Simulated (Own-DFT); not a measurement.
# What a defect does to the pressure of its cell: C11b WSi2

Calculated, not measured: single-point runs of Own-DFT, a retired in-house plane-wave DFT program that no person has reviewed, on unrelaxed cells, without spin or spin-orbit coupling.

All runs used: PBE; PseudoDojo norm-conserving scalar-relativistic files; cutoff 50 hartree; 5 x 5 x 5 k mesh centred on Gamma; cold (Marzari-Vanderbilt) smearing of 0.2 eV.

Limits: forces on such cells failed a check on a denser k mesh; stress not checked against mesh or cutoff.

All runs share one cell, with vectors in Å (-2.148, -5.953, 3.409); (-6.444, 2.976, 1.136); (-2.553, -2.948, -6.757) and a volume of 403.2 Å³. u is the rms random offset of the atoms per axis. The defect's site can differ from row to row.

```
              cell  formula   u (Å)  P (GPa)
         no defect  Si20W10  0.0190     4.44
         no defect  Si20W10  0.0408     5.61
         no defect  Si20W10  0.0541     6.35
one Si on a W site   Si21W9  0.0275     6.12
one Si on a W site   Si21W9  0.0290     6.29
one Si on a W site   Si21W9  0.0438        ?
one Si on a W site   Si21W9  0.0515     7.23
one W on a Si site  Si19W11  0.0268     9.45
one W on a Si site  Si19W11  0.0469    10.77
one W on a Si site  Si19W11  0.0533    11.05
    one Si vacancy  Si19W10  0.0307     3.27
    one Si vacancy  Si19W10  0.0470     4.20
    one Si vacancy  Si19W10  0.0514     4.73
     one W vacancy   Si20W9  0.0318     3.44
     one W vacancy   Si20W9  0.0326     4.14
     one W vacancy   Si20W9  0.0501     5.70
```

## Worked fit

P = P0 + c u² + a shift for each defect gives P0 = 4.15 GPa, c = 801 ± 90 GPa/Å² and a scatter of 0.30 GPa. The shifts, and each times the cell's volume:

- one W on a Si site: 4.74 ± 0.24 GPa, 11.9 eV
- one Si on a W site: 1.27 ± 0.24 GPa, 3.2 eV
- one W vacancy: -0.94 ± 0.24 GPa, -2.4 eV
- one Si vacancy: -1.62 ± 0.24 GPa, -4.1 eV

Against the defect-free cell, a freed cell would be larger where the shift is positive and smaller where it is negative (160.2 GPa Å³ is 1 eV). The atoms around the defects weren't relaxed, which would change these numbers.

## Test on the hidden row

Q: what pressure belongs in the blank (one Si on a W site, u = 0.0438 Å)?

The fitted form gives 6.95 ± 0.35 GPa. Computed: 6.96 GPa.
